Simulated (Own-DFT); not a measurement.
Simulation results for AlGa3N4 (wurtzite random alloy, atoms displaced)

All values are calculated (Own-DFT development build). A calculation, not a measurement: plane-wave density functional theory by an unreviewed code, no spin, of a simulated periodic cell, stress positive in tension, run twice, with PBE and with PBEsol, both on files made for PBE, so the change isn't that of files made for PBEsol, forces on such cells passed a denser k mesh, this cell's mesh not checked; the far tail of each file's local potential was reset to the Coulomb form; each entry is a single point on an unrelaxed cell, so the pressure reflects the starting lattice, mostly measured values (interpolated for alloys), from which strain is counted, and rises with the displacements; printed positions are rounded, which can move forces by about a meV/angstrom; the program, named Own-DFT, is a retired in-house code; no spin-orbit coupling; stress was not checked against mesh or cutoff.

Common to all runs: functional PBE, then PBEsol; potential files PseudoDojo norm-conserving, scalar-relativistic, standard set; wave cutoff 42 hartree; occupations Fermi-Dirac; smearing width 0.1 eV; k mesh 4 x 4 x 3 centred on Gamma.

(1) AlGa3N4 (wurtzite random alloy, atoms displaced)

```
AlGa3N4
1.0
      9.5092     0.0000     0.0000
     -4.7546     8.2353     0.0000
      0.0000     0.0000    10.2685
Ga N Ga N Al N Ga Al N Ga Al N Ga Al N Al Ga N Ga N Ga N Ga Al N Ga N Ga N Ga N Ga N Ga Al N Ga N Ga N Al Ga N
2 2 2 2 2 2 1 1 2 1 1 2 1 1 2 1 1 2 2 2 2 2 1 1 2 2 2 2 2 2 2 2 2 1 1 2 2 2 2 2 1 1 2
Direct
  0.10935 0.22848 0.99691
  0.22059 0.10977 0.25357
  0.11347 0.21935 0.19665
  0.22493 0.11384 0.44406
  0.11161 0.23596 0.51152
  0.22586 0.11290 0.74769
  0.11696 0.22533 0.67603
  0.23598 0.11802 0.94681
  0.10522 0.54322 0.00387
  0.21916 0.44378 0.27994
  0.11665 0.56396 0.18719
  0.22164 0.41878 0.43311
  0.11778 0.54891 0.51125
  0.22187 0.42804 0.76658
  0.08684 0.54247 0.69566
  0.21888 0.43473 0.93393
  0.10383 0.88861 0.99492
  0.20893 0.76376 0.24902
  0.10167 0.89156 0.18451
  0.22647 0.77932 0.44674
  0.11104 0.88129 0.50231
  0.22934 0.79151 0.73652
  0.12389 0.89921 0.68057
  0.22403 0.77516 0.91786
  0.45177 0.21949 0.00205
  0.57452 0.12102 0.26939
  0.43165 0.22473 0.19279
  0.56331 0.11585 0.42664
  0.44252 0.22040 0.49551
  0.55908 0.10971 0.75838
  0.45274 0.23122 0.67570
  0.56042 0.11355 0.93741
  0.44321 0.56842 0.99799
  0.56718 0.45071 0.26191
  0.46631 0.56082 0.19666
  0.55334 0.43725 0.43572
  0.45315 0.55979 0.50301
  0.56922 0.46457 0.75711
  0.44412 0.55643 0.67754
  0.54535 0.43486 0.94553
  0.44551 0.88088 0.00940
  0.56335 0.78525 0.24192
  0.46361 0.89829 0.19323
  0.55372 0.77858 0.43046
  0.43236 0.87076 0.49320
  0.55648 0.77696 0.76169
  0.45390 0.91193 0.68346
  0.54175 0.75950 0.94517
  0.78784 0.22719 0.99876
  0.88274 0.10538 0.25420
  0.77814 0.21996 0.19272
  0.89284 0.12150 0.44150
  0.77960 0.23199 0.50730
  0.87808 0.10183 0.74415
  0.77580 0.22966 0.70182
  0.87928 0.10138 0.93286
  0.77939 0.55614 0.01224
  0.88962 0.45496 0.25140
  0.77921 0.55766 0.20845
  0.89848 0.45481 0.43795
  0.78082 0.55113 0.50313
  0.87997 0.44678 0.74817
  0.78439 0.55897 0.68269
  0.88792 0.45533 0.92422
  0.78726 0.88326 0.99715
  0.88219 0.77926 0.24827
  0.78430 0.87708 0.18878
  0.88844 0.77940 0.42986
  0.78248 0.87815 0.50074
  0.87937 0.78258 0.74213
  0.75170 0.87969 0.69639
  0.86956 0.77791 0.94249
```

It finds PBE pressure 11.68 GPa; PBE stress xx -8.44 GPa; PBE stress yy -9.68 GPa; PBE stress zz -16.94 GPa; PBE stress yz 1.32 GPa; PBE stress xz 0.75 GPa; PBE stress xy 0.93 GPa; PBEsol pressure 6.73 GPa; PBEsol stress xx -3.55 GPa; PBEsol stress yy -4.7 GPa; PBEsol stress zz -11.93 GPa; PBEsol stress yz 1.29 GPa; PBEsol stress xz 0.72 GPa; PBEsol stress xy 0.93 GPa; rms change of force components from PBE to PBEsol 0.086 eV/Å.

Force:
| force element | PBE force x (eV/Å) | PBE force y (eV/Å) | PBE force z (eV/Å) | PBEsol force x (eV/Å) | PBEsol force y (eV/Å) | PBEsol force z (eV/Å) |
| --- | --- | --- | --- | --- | --- | --- |
| Ga | 1.275 | -2.726 | 2.304 | 1.27 | -2.667 | 2.25 |
| Ga | -0.01 | -0.124 | 0.556 | -0.026 | -0.102 | 0.535 |
| N | -2.134 | 1.795 | -0.919 | -2.082 | 1.633 | -0.926 |
| N | -1.04 | -1.388 | -0.395 | -0.992 | -1.352 | -0.406 |
| Ga | 0.698 | -4.832 | -3.866 | 0.693 | -4.712 | -3.78 |
| Ga | 1.161 | 1.243 | 0.269 | 1.128 | 1.195 | 0.221 |
| N | -0.812 | -0.436 | 7.1 | -0.792 | -0.565 | 6.866 |
| N | -1.409 | -0.627 | -1.613 | -1.537 | -0.705 | -1.644 |
| Al | -0.272 | 1.757 | -2.097 | -0.261 | 1.743 | -2.084 |
| Al | 0.904 | 0.143 | -10.45 | 0.878 | 0.185 | -10.52 |
| N | 0.015 | -2.603 | 0.165 | 0.022 | -2.636 | 0.166 |
| N | -0.097 | 5.293 | 5.901 | -0.076 | 5.115 | 6.205 |
| Ga | -0.599 | -0.079 | -0.272 | -0.644 | -0.087 | -0.245 |
| Al | -0.976 | 1.354 | -4.942 | -0.97 | 1.355 | -4.975 |
| N | 4.927 | 2.436 | -0.838 | 4.731 | 2.322 | -0.898 |
| N | -1.246 | 2.183 | 2.309 | -1.121 | 2.063 | 2.484 |
| Ga | 1.365 | 0.097 | -0.109 | 1.313 | 0.124 | -0.084 |
| Al | 0.339 | 3.934 | 0.484 | 0.343 | 3.965 | 0.502 |
| N | 2.21 | -1.681 | 0.493 | 2.055 | -1.587 | 0.449 |
| N | -1.661 | -2.652 | -2.629 | -1.604 | -2.582 | -2.442 |
| Ga | -1.124 | 1.912 | -1.878 | -1.088 | 1.883 | -1.812 |
| Al | 0.66 | -1.539 | 0.957 | 0.666 | -1.553 | 0.908 |
| N | -1.806 | -1.414 | 2.022 | -1.912 | -1.282 | 1.901 |
| N | -0.278 | -0.678 | 2.562 | -0.268 | -0.579 | 2.653 |
| Al | -0.667 | 0.08 | 1.448 | -0.639 | 0.077 | 1.452 |
| Ga | -2.323 | -0.434 | -9.073 | -2.236 | -0.443 | -8.869 |
| N | 3.232 | 0.438 | -1.204 | 3.135 | 0.436 | -1.038 |
| N | -0.485 | -0.646 | 9.389 | -0.478 | -0.604 | 9.175 |
| Ga | 0.544 | -0.544 | -0.218 | 0.522 | -0.523 | -0.202 |
| Ga | -1.684 | 1.96 | -1.137 | -1.615 | 1.905 | -1.124 |
| N | 0.044 | 0.889 | 3.291 | 0.032 | 0.762 | 3.17 |
| N | -0.035 | -0.392 | 2.106 | 0.108 | -0.453 | 1.975 |
| Ga | 1.394 | -7.219 | 3.943 | 1.396 | -7.052 | 3.86 |
| Ga | -1.802 | -2.134 | -2.359 | -1.776 | -2.06 | -2.298 |
| N | -3.578 | -0.159 | -0.951 | -3.426 | -0.094 | -0.95 |
| N | 0.516 | 1.533 | 2.752 | 0.51 | 1.499 | 2.673 |
| Ga | 0.233 | -0.597 | -2.629 | 0.226 | -0.594 | -2.555 |
| Al | -0.38 | -2.593 | -0.964 | -0.37 | -2.552 | -0.955 |
| N | -0.368 | -0.468 | 4.588 | -0.363 | -0.344 | 4.386 |
| N | 0.797 | 1.479 | -1.381 | 0.768 | 1.604 | -1.275 |
| Ga | -1.64 | 1.399 | -1.144 | -1.569 | 1.373 | -1.124 |
| Ga | 0.824 | -1.565 | 0.856 | 0.817 | -1.535 | 0.844 |
| N | -3.122 | -0.525 | -0.056 | -2.948 | -0.495 | -0.095 |
| N | 1.858 | -0.089 | 1.38 | 1.704 | -0.152 | 1.312 |
| Ga | 2.714 | 3.666 | 1.221 | 2.656 | 3.587 | 1.197 |
| Ga | -4.37 | -1.448 | -0.626 | -4.235 | -1.395 | -0.619 |
| N | -0.008 | -4.163 | -0.382 | 0.097 | -3.995 | -0.402 |
| N | 0.865 | 6.324 | -1.949 | 0.83 | 6.178 | -1.92 |
| Ga | -1.41 | -0.277 | 0.173 | -1.396 | -0.317 | 0.148 |
| Ga | 1.493 | 0.381 | -0.272 | 1.466 | 0.388 | -0.263 |
| N | 0.916 | 2.622 | -1.166 | 0.895 | 2.435 | -1.162 |
| N | -0.24 | -2.088 | 1.247 | -0.236 | -1.932 | 1.183 |
| Ga | 0.012 | -0.934 | -0.18 | 0.021 | -0.911 | -0.191 |
| Ga | 0.331 | 1.796 | 0.059 | 0.297 | 1.747 | 0.091 |
| N | 1.079 | -1.134 | -1.942 | 1.045 | -1.11 | -1.915 |
| N | 0.93 | 0.716 | 0.325 | 0.91 | 0.714 | 0.32 |
| Ga | -1.047 | -0.573 | -0.483 | -1.045 | -0.544 | -0.495 |
| Al | 1.542 | -1.585 | 0.512 | 1.564 | -1.6 | 0.5 |
| N | 1.794 | -0.302 | -2.674 | 1.566 | -0.194 | -2.676 |
| N | 0.591 | -0.637 | -0.68 | 0.56 | -0.634 | -0.495 |
| Ga | -1.077 | 0.443 | -1.767 | -1.027 | 0.43 | -1.717 |
| Ga | -0.05 | -0.505 | -0.134 | -0.032 | -0.49 | -0.136 |
| N | -2.61 | 1.072 | 1.448 | -2.432 | 1.105 | 1.351 |
| N | 1.255 | -0.347 | 4.746 | 1.119 | -0.403 | 4.598 |
| Ga | -6.142 | 3.38 | 3.037 | -5.992 | 3.298 | 2.976 |
| Ga | 3.325 | -0.69 | 0.837 | 3.24 | -0.676 | 0.817 |
| N | -3.739 | 3.275 | -1.649 | -3.665 | 3.199 | -1.605 |
| N | 0.233 | -0.318 | 2.758 | 0.386 | -0.402 | 2.619 |
| Al | -2.508 | 1.726 | -0.532 | -2.511 | 1.732 | -0.497 |
| Ga | 1.999 | -0.236 | 0.985 | 1.939 | -0.248 | 0.978 |
| N | 4.169 | 1.685 | -3.29 | 4.087 | 1.649 | -3.089 |
| N | 6.508 | -3.629 | -3.377 | 6.372 | -3.538 | -3.286 |

(2) AlGa3N4 (wurtzite random alloy, atoms displaced)

```
AlGa3N4
1.0
      9.5092     0.0000     0.0000
     -4.7546     8.2353     0.0000
      0.0000     0.0000    10.2685
Ga N Al Ga N Ga N Al Ga N Ga N Al Ga N Ga N Al Ga N Ga N Ga Al N Ga N Al Ga N Ga N Al Ga N Ga N Ga Al N Ga N Ga Al N
2 2 1 1 2 2 2 1 1 2 2 2 1 1 2 2 2 1 1 2 2 2 1 1 2 2 2 1 1 2 2 2 1 1 2 2 2 1 1 2 2 2 1 1 2
Direct
  0.12193 0.22400 0.98926
  0.22136 0.11322 0.24749
  0.12610 0.23116 0.19011
  0.21855 0.11368 0.45551
  0.09401 0.21671 0.50200
  0.23409 0.12140 0.74382
  0.11946 0.22843 0.68988
  0.22224 0.12681 0.92938
  0.10436 0.55195 0.01859
  0.23262 0.45915 0.24923
  0.10505 0.54163 0.18842
  0.22965 0.43986 0.43299
  0.10676 0.55328 0.49935
  0.19413 0.43706 0.74951
  0.10239 0.54451 0.69771
  0.22080 0.44810 0.93975
  0.12103 0.89314 0.00347
  0.22236 0.77093 0.25316
  0.10255 0.89297 0.19564
  0.22330 0.76745 0.43916
  0.10922 0.88719 0.50514
  0.21570 0.77207 0.75834
  0.11262 0.88871 0.67918
  0.22537 0.77286 0.93326
  0.44336 0.23238 0.01111
  0.55271 0.11595 0.24568
  0.45180 0.22543 0.19512
  0.57045 0.11238 0.45103
  0.42786 0.21539 0.49764
  0.56413 0.12639 0.75117
  0.44801 0.22754 0.69156
  0.55051 0.11267 0.93985
  0.43538 0.54925 0.00481
  0.55895 0.45075 0.25132
  0.43842 0.56067 0.18417
  0.56469 0.46603 0.44819
  0.47692 0.57975 0.50624
  0.53025 0.43297 0.74886
  0.43828 0.54972 0.69254
  0.56738 0.43566 0.93462
  0.43911 0.89373 0.00709
  0.55404 0.78257 0.25304
  0.45320 0.90272 0.19272
  0.55584 0.78247 0.44153
  0.45025 0.88637 0.49788
  0.54998 0.76506 0.75432
  0.45090 0.89719 0.68645
  0.55766 0.78808 0.94111
  0.77827 0.22779 0.99119
  0.90510 0.11142 0.25319
  0.79577 0.24320 0.19131
  0.87930 0.10334 0.44311
  0.78189 0.21790 0.49979
  0.87949 0.10677 0.74768
  0.78117 0.21640 0.69171
  0.88290 0.10919 0.93919
  0.77246 0.55668 0.99346
  0.88156 0.45265 0.24268
  0.77446 0.55994 0.18200
  0.88077 0.43159 0.42931
  0.76553 0.54801 0.50587
  0.87860 0.44340 0.74740
  0.78137 0.57153 0.67081
  0.88928 0.43146 0.93757
  0.79011 0.90662 0.00754
  0.88974 0.76583 0.24923
  0.77891 0.88208 0.17352
  0.88630 0.77304 0.44044
  0.78039 0.88880 0.50074
  0.88686 0.76748 0.74590
  0.77496 0.88893 0.68510
  0.88617 0.76976 0.93352
```

Results for AlGa3N4 (wurtzite random alloy, atoms displaced): PBE pressure 9.71 GPa; PBE stress xx -7.84 GPa; PBE stress yy -9.98 GPa; PBE stress zz -11.31 GPa; PBE stress yz 0.18 GPa; PBE stress xz -0.83 GPa; PBE stress xy 0.89 GPa; PBEsol pressure 4.79 GPa; PBEsol stress xx -2.99 GPa; PBEsol stress yy -5.03 GPa; PBEsol stress zz -6.33 GPa; PBEsol stress yz 0.15 GPa; PBEsol stress xz -0.82 GPa; PBEsol stress xy 0.85 GPa; rms change of force components from PBE to PBEsol 0.074 eV/Å.

Force:
| force element | PBE force x (eV/Å) | PBE force y (eV/Å) | PBE force z (eV/Å) | PBEsol force x (eV/Å) | PBEsol force y (eV/Å) | PBEsol force z (eV/Å) |
| --- | --- | --- | --- | --- | --- | --- |
| Ga | -4.273 | 1.243 | 1.976 | -4.166 | 1.226 | 1.927 |
| Ga | 0.421 | 0.261 | 1.842 | 0.394 | 0.258 | 1.778 |
| N | -0.686 | -0.147 | -0.971 | -0.668 | -0.167 | -0.94 |
| N | -0.899 | -1.276 | -1.649 | -0.95 | -1.281 | -1.727 |
| Al | 2.04 | 1.517 | 0.028 | 2.033 | 1.496 | 0.008 |
| Ga | -1.296 | -1.952 | -0.183 | -1.264 | -1.892 | -0.156 |
| N | -1.487 | -1.53 | -1.247 | -1.449 | -1.475 | -1.078 |
| N | 3.784 | -2.789 | 0.632 | 3.694 | -2.709 | 0.634 |
| Ga | 0.341 | -0.089 | -5.041 | 0.346 | -0.107 | -4.929 |
| Ga | -0.351 | -2.498 | 1.547 | -0.333 | -2.45 | 1.51 |
| N | -0.911 | 2.465 | 2.588 | -0.889 | 2.43 | 2.503 |
| N | -1.451 | 0.313 | 2.048 | -1.352 | 0.375 | 1.897 |
| Al | 0.657 | -1.182 | -0.172 | 0.658 | -1.178 | -0.17 |
| Ga | 4.197 | -0.276 | 1.425 | 4.105 | -0.265 | 1.41 |
| N | -3.898 | 2.226 | -2.965 | -3.669 | 2.224 | -2.818 |
| N | -0.29 | -0.191 | 0.005 | -0.27 | -0.205 | 0.013 |
| Ga | -1.249 | -0.348 | -1.121 | -1.232 | -0.358 | -1.09 |
| Ga | -0.461 | 0.609 | -0.013 | -0.445 | 0.594 | 0.011 |
| N | 2.694 | -0.332 | -1.164 | 2.635 | -0.326 | -1.156 |
| N | -0.603 | 1.164 | 0.803 | -0.6 | 1.173 | 0.631 |
| Al | 0.283 | -0.376 | -1.829 | 0.297 | -0.378 | -1.888 |
| Ga | 0.93 | 0.942 | -3.192 | 0.922 | 0.927 | -3.092 |
| N | -0.598 | -0.343 | 2.37 | -0.476 | -0.279 | 2.49 |
| N | -1.145 | 0.155 | 3.489 | -1.128 | 0.172 | 3.42 |
| Ga | 0.84 | -1.424 | -1.754 | 0.847 | -1.377 | -1.73 |
| Ga | 3.505 | 1.008 | 2.222 | 3.419 | 0.978 | 2.157 |
| N | -2.198 | 0.864 | 0.129 | -2.148 | 0.84 | 0.103 |
| N | -3.229 | -0.486 | -1.273 | -3.23 | -0.48 | -1.363 |
| Al | 2.908 | 1.472 | 0.984 | 2.935 | 1.494 | 0.96 |
| Ga | -0.126 | -2.371 | -0.079 | -0.126 | -2.347 | -0.064 |
| N | 0.437 | 0.492 | -2.092 | 0.431 | 0.278 | -1.98 |
| N | -0.493 | 0.361 | 0.592 | -0.468 | 0.361 | 0.579 |
| Ga | 0.982 | 1.846 | -2.266 | 0.927 | 1.816 | -2.183 |
| Ga | -0.865 | 0.397 | 0.866 | -0.835 | 0.4 | 0.836 |
| N | 2.22 | 0.575 | 1.143 | 2.155 | 0.552 | 1.113 |
| N | -0.288 | -4.922 | -3.048 | -0.268 | -4.696 | -2.995 |
| Ga | -4.077 | -2.075 | 1.031 | -3.965 | -2.025 | 0.986 |
| Al | 1.86 | 1.655 | 0.646 | 1.876 | 1.666 | 0.656 |
| N | -0.509 | -0.304 | -0.022 | -0.63 | -0.154 | -0.099 |
| N | -3.296 | 0.456 | -1.199 | -3.203 | 0.437 | -1.008 |
| Ga | 1.551 | -0.137 | -1.597 | 1.53 | -0.134 | -1.573 |
| Ga | 1.291 | 0.291 | -0.846 | 1.26 | 0.274 | -0.833 |
| N | -0.949 | -1.964 | 0.026 | -0.93 | -1.924 | 0.008 |
| N | 0.341 | 1.177 | -1.241 | 0.517 | 1.04 | -1.271 |
| Al | -1.503 | 1.076 | 1.46 | -1.519 | 1.069 | 1.427 |
| Ga | -0.679 | 2.066 | 0.294 | -0.676 | 2.037 | 0.289 |
| N | -0.491 | -1.106 | -0.139 | -0.478 | -1.083 | 0.006 |
| N | 0.369 | -1.154 | 0.659 | 0.357 | -1.135 | 0.631 |
| Ga | -0.058 | -2.57 | 2.382 | -0.047 | -2.494 | 2.331 |
| Ga | -1.757 | 0.335 | -0.973 | -1.719 | 0.334 | -0.951 |
| N | -0.433 | -3.718 | -1.162 | -0.442 | -3.617 | -1.147 |
| N | 1.169 | 1.231 | -0.53 | 1.168 | 1.021 | -0.627 |
| Al | -0.806 | 0.865 | 0.117 | -0.794 | 0.862 | 0.13 |
| Ga | 2.24 | -0.854 | 1.079 | 2.157 | -0.839 | 1.07 |
| N | -1.567 | 2.986 | -1.594 | -1.524 | 2.782 | -1.46 |
| N | 1.203 | 1.747 | -0.853 | 1.171 | 1.693 | -0.842 |
| Ga | 2.041 | 0.178 | 0.332 | 1.977 | 0.173 | 0.357 |
| Ga | 0.965 | -0.448 | 1.482 | 0.953 | -0.466 | 1.451 |
| N | -0.227 | -0.877 | -0.256 | -0.203 | -0.857 | -0.228 |
| N | 0.594 | 1.233 | 2.124 | 0.479 | 1.293 | 1.972 |
| Ga | 3.593 | 0.581 | -4.071 | 3.47 | 0.603 | -3.983 |
| Al | 0.54 | 0.059 | 0.113 | 0.507 | 0.057 | 0.119 |
| N | 0.452 | -2.726 | 6.703 | 0.414 | -2.764 | 6.377 |
| N | -1.042 | 3.873 | -1.728 | -1.013 | 3.763 | -1.545 |
| Ga | -0.54 | -2.479 | -4.497 | -0.547 | -2.423 | -4.378 |
| Ga | -2.002 | 1.603 | 1.05 | -1.965 | 1.57 | 1.011 |
| N | -0.18 | 0.301 | 6.345 | -0.173 | 0.314 | 6.2 |
| N | 1.01 | 0.67 | -0.586 | 0.862 | 0.586 | -0.618 |
| Ga | 0.145 | -0.644 | 0.174 | 0.123 | -0.633 | 0.168 |
| Al | -0.536 | 2.749 | 0.29 | -0.533 | 2.774 | 0.298 |
| N | 1.205 | -1.208 | 1.012 | 1.08 | -1.118 | 0.939 |
| N | 0.643 | 1.75 | -0.653 | 0.63 | 1.691 | -0.482 |

(3) AlGa3N4 (wurtzite random alloy, atoms displaced)

```
AlGa3N4
1.0
      9.5092     0.0000     0.0000
     -4.7546     8.2353     0.0000
      0.0000     0.0000    10.2685
Ga N Ga N Ga Al N Ga N Al N Ga N Ga N Ga Al N Ga N Ga N Ga N Ga N Ga Al N Ga Al N Ga N Ga Al N Ga N Al N
2 2 2 2 1 1 2 2 2 2 2 2 2 2 2 1 1 2 2 2 2 2 2 2 2 2 1 1 2 1 1 2 2 2 1 1 2 2 2 2 2
Direct
  0.10619 0.22372 0.99735
  0.22048 0.11254 0.23289
  0.08985 0.20500 0.18356
  0.22121 0.11205 0.44570
  0.11428 0.22795 0.49789
  0.22577 0.10837 0.75104
  0.11039 0.22442 0.69119
  0.22201 0.11785 0.94246
  0.09753 0.57005 0.99639
  0.22432 0.45397 0.25776
  0.11544 0.55175 0.18389
  0.21581 0.44620 0.43738
  0.11165 0.54881 0.51382
  0.23034 0.44665 0.75143
  0.10738 0.54846 0.67642
  0.22788 0.45524 0.93427
  0.09965 0.88876 0.01436
  0.23396 0.78964 0.26224
  0.12473 0.90087 0.18867
  0.22993 0.78459 0.43737
  0.09090 0.86150 0.50733
  0.22915 0.79908 0.75866
  0.12080 0.89903 0.69553
  0.21815 0.77655 0.93943
  0.42155 0.22049 0.97692
  0.56499 0.12570 0.26360
  0.44927 0.23518 0.20539
  0.53627 0.09696 0.43679
  0.44079 0.22634 0.49141
  0.56860 0.12316 0.75212
  0.44616 0.21003 0.68384
  0.56239 0.11077 0.94288
  0.44226 0.54784 0.98894
  0.55099 0.43848 0.24143
  0.43881 0.54891 0.20397
  0.55058 0.43192 0.44064
  0.44108 0.55053 0.50713
  0.54183 0.44607 0.75350
  0.44680 0.55481 0.68696
  0.55271 0.43221 0.93804
  0.43453 0.88901 0.00292
  0.55422 0.77199 0.25556
  0.45426 0.91005 0.20465
  0.55256 0.77960 0.43279
  0.44706 0.87745 0.50718
  0.55213 0.77391 0.74598
  0.43737 0.86674 0.68060
  0.56836 0.78063 0.93731
  0.77172 0.22374 0.99701
  0.88248 0.10878 0.26968
  0.79409 0.22395 0.19376
  0.88171 0.12952 0.42517
  0.78017 0.20925 0.51187
  0.89068 0.09981 0.75199
  0.77838 0.22470 0.68120
  0.89269 0.10759 0.95109
  0.78114 0.56237 0.00377
  0.87827 0.44788 0.25008
  0.77546 0.55870 0.18843
  0.87737 0.43015 0.44339
  0.76443 0.54240 0.49942
  0.88982 0.43565 0.75069
  0.79028 0.56389 0.69403
  0.90420 0.45366 0.94079
  0.78459 0.90598 0.99580
  0.87797 0.77697 0.25167
  0.77972 0.90252 0.18138
  0.88918 0.77527 0.43218
  0.79481 0.90006 0.50040
  0.90404 0.77972 0.74003
  0.79100 0.91221 0.69441
  0.89260 0.77900 0.92196
```

It finds PBE pressure 11.52 GPa; PBE stress xx -8.44 GPa; PBE stress yy -11.62 GPa; PBE stress zz -14.51 GPa; PBE stress yz -1.48 GPa; PBE stress xz -0.8 GPa; PBE stress xy -1.51 GPa; PBEsol pressure 6.6 GPa; PBEsol stress xx -3.49 GPa; PBEsol stress yy -6.65 GPa; PBEsol stress zz -9.66 GPa; PBEsol stress yz -1.48 GPa; PBEsol stress xz -0.75 GPa; PBEsol stress xy -1.48 GPa; rms change of force components from PBE to PBEsol 0.082 eV/Å.

Force:
| force element | PBE force x (eV/Å) | PBE force y (eV/Å) | PBE force z (eV/Å) | PBEsol force x (eV/Å) | PBEsol force y (eV/Å) | PBEsol force z (eV/Å) |
| --- | --- | --- | --- | --- | --- | --- |
| Ga | 0.061 | 1.835 | 1.221 | 0.06 | 1.764 | 1.212 |
| Ga | -0.368 | 2.013 | 2.763 | -0.358 | 1.952 | 2.7 |
| N | 0.745 | 2.064 | 1.533 | 0.867 | 1.991 | 1.396 |
| N | -1.529 | -1.445 | -0.942 | -1.496 | -1.373 | -0.915 |
| Ga | 0.279 | -0.808 | -0.006 | 0.291 | -0.756 | 0.01 |
| Ga | -0.801 | 2.044 | -0.659 | -0.773 | 2 | -0.66 |
| N | -0.075 | -0.733 | 0.216 | 0.056 | -0.634 | 0.158 |
| N | -3.5 | -4.217 | -1.183 | -3.404 | -3.994 | -1.21 |
| Ga | 5.3 | -0.299 | 2.853 | 5.185 | -0.303 | 2.797 |
| Al | -0.567 | -1.716 | -1.639 | -0.557 | -1.75 | -1.641 |
| N | -0.956 | 1.961 | 1.192 | -1.086 | 1.916 | 1.053 |
| N | 1.355 | 0.076 | 0.148 | 1.32 | 0.062 | 0.35 |
| Ga | -1.555 | 0.909 | -6.606 | -1.493 | 0.877 | -6.434 |
| Ga | -2.067 | -0.206 | -0.423 | -2.008 | -0.199 | -0.421 |
| N | -0.481 | 0.399 | 7.736 | -0.355 | 0.43 | 7.492 |
| N | -0.88 | -0.892 | 0.509 | -0.825 | -0.889 | 0.472 |
| Al | 0.515 | 0.034 | -2.523 | 0.501 | 0.039 | -2.539 |
| Al | -0.141 | -0.621 | -2.043 | -0.163 | -0.634 | -2.071 |
| N | -0.192 | -3.475 | 0.196 | -0.274 | -3.289 | 0.335 |
| N | -1.098 | -1.7 | 1.339 | -1.077 | -1.665 | 1.535 |
| Ga | 2.648 | 3.123 | -1.007 | 2.619 | 3.069 | -1.001 |
| Ga | 1.548 | -2.478 | -1.242 | 1.523 | -2.422 | -1.225 |
| N | -1.353 | -1.858 | -1.338 | -1.167 | -1.737 | -1.35 |
| N | -1.056 | 2.824 | 0.37 | -0.939 | 2.712 | 0.316 |
| Ga | 6.096 | 0.696 | 3.759 | 5.944 | 0.716 | 3.66 |
| Ga | 0.668 | 0.311 | -2.266 | 0.639 | 0.269 | -2.204 |
| N | 0.234 | -4.069 | -3.043 | 0.221 | -3.971 | -2.942 |
| N | 1.511 | 0.849 | 3.225 | 1.479 | 0.841 | 3.125 |
| Ga | 0.723 | -3.366 | 1.072 | 0.702 | -3.292 | 1.054 |
| Al | -0.274 | -1.496 | -0.45 | -0.266 | -1.531 | -0.444 |
| N | -0.218 | 1.276 | 1.568 | -0.387 | 1.324 | 1.482 |
| N | -2.524 | -0.303 | -2.387 | -2.455 | -0.299 | -2.216 |
| Ga | -0.114 | 1.718 | 2.287 | -0.113 | 1.672 | 2.208 |
| Ga | -0.422 | 3.162 | 1.883 | -0.421 | 3.085 | 1.852 |
| N | -0.474 | 0.464 | -2.042 | -0.292 | 0.541 | -2.031 |
| N | -1.058 | 3.363 | -0.743 | -1.026 | 3.276 | -0.716 |
| Ga | 0.275 | 0.284 | -2.881 | 0.258 | 0.271 | -2.799 |
| Ga | 3.761 | -1.16 | -0.878 | 3.657 | -1.128 | -0.851 |
| N | -0.542 | 0.49 | 0.317 | -0.532 | 0.467 | 0.314 |
| N | 0.284 | 2.32 | -0.062 | 0.233 | 2.265 | -0.083 |
| Ga | 1.925 | -0.047 | 1.679 | 1.888 | -0.026 | 1.629 |
| Ga | -0.459 | 1.273 | -2.382 | -0.449 | 1.245 | -2.305 |
| N | -0.301 | -2.767 | -2.164 | -0.181 | -2.63 | -2.153 |
| N | 3.166 | -0.642 | 2.923 | 2.991 | -0.671 | 2.822 |
| Ga | -1.832 | 1.678 | -2.698 | -1.811 | 1.62 | -2.639 |
| Ga | 1.378 | 0.904 | 1.37 | 1.322 | 0.87 | 1.342 |
| N | -0.848 | 2.538 | 3.338 | -0.82 | 2.407 | 3.227 |
| N | -1.811 | -0.803 | -0.226 | -1.766 | -0.786 | -0.236 |
| Ga | 2.399 | 0.741 | 2.501 | 2.349 | 0.71 | 2.481 |
| Al | 0.897 | 0.048 | -8.99 | 0.913 | 0.012 | -9.016 |
| N | -2.247 | 0.49 | -0.874 | -2.356 | 0.583 | -0.905 |
| N | 3.941 | -3.196 | 6.551 | 3.803 | -2.992 | 6.769 |
| Ga | -4.303 | 1.576 | -2.894 | -4.185 | 1.579 | -2.833 |
| Al | -0.287 | 5.669 | 2.227 | -0.309 | 5.723 | 2.259 |
| N | 0.643 | -0.676 | 5.36 | 0.68 | -0.694 | 5.061 |
| N | -1.776 | 3.507 | -4.555 | -1.725 | 3.417 | -4.35 |
| Ga | -0.088 | -0.102 | -1.676 | -0.087 | -0.105 | -1.632 |
| Ga | 2.972 | -1.013 | 0.847 | 2.9 | -1.014 | 0.822 |
| N | -0.37 | 0.505 | -0.275 | -0.355 | 0.485 | -0.27 |
| N | 0.074 | 1.407 | -0.378 | 0.059 | 1.38 | -0.376 |
| Ga | 1.338 | 0.177 | 0.819 | 1.315 | 0.149 | 0.798 |
| Al | -0.083 | 1.75 | -0.545 | -0.085 | 1.739 | -0.541 |
| N | -0.55 | -1.012 | -0.383 | -0.638 | -1.094 | -0.484 |
| N | -4.684 | -3.397 | -2.758 | -4.576 | -3.302 | -2.556 |
| Ga | 0.511 | -4.238 | 1.06 | 0.479 | -4.136 | 1.051 |
| Ga | 0.519 | 1.443 | -1.616 | 0.508 | 1.393 | -1.565 |
| N | 0.364 | -1.33 | 2.251 | 0.366 | -1.444 | 2.154 |
| N | -2.132 | -0.239 | 1.827 | -1.957 | -0.301 | 1.742 |
| Al | -1.642 | -0.322 | -0.271 | -1.646 | -0.31 | -0.26 |
| Al | -1.815 | 0.077 | 1.41 | -1.841 | 0.095 | 1.369 |
| N | 0.918 | -5.957 | -3.478 | 0.813 | -6.072 | -3.433 |
| N | 0.42 | 0.583 | 2.183 | 0.312 | 0.495 | 2.26 |
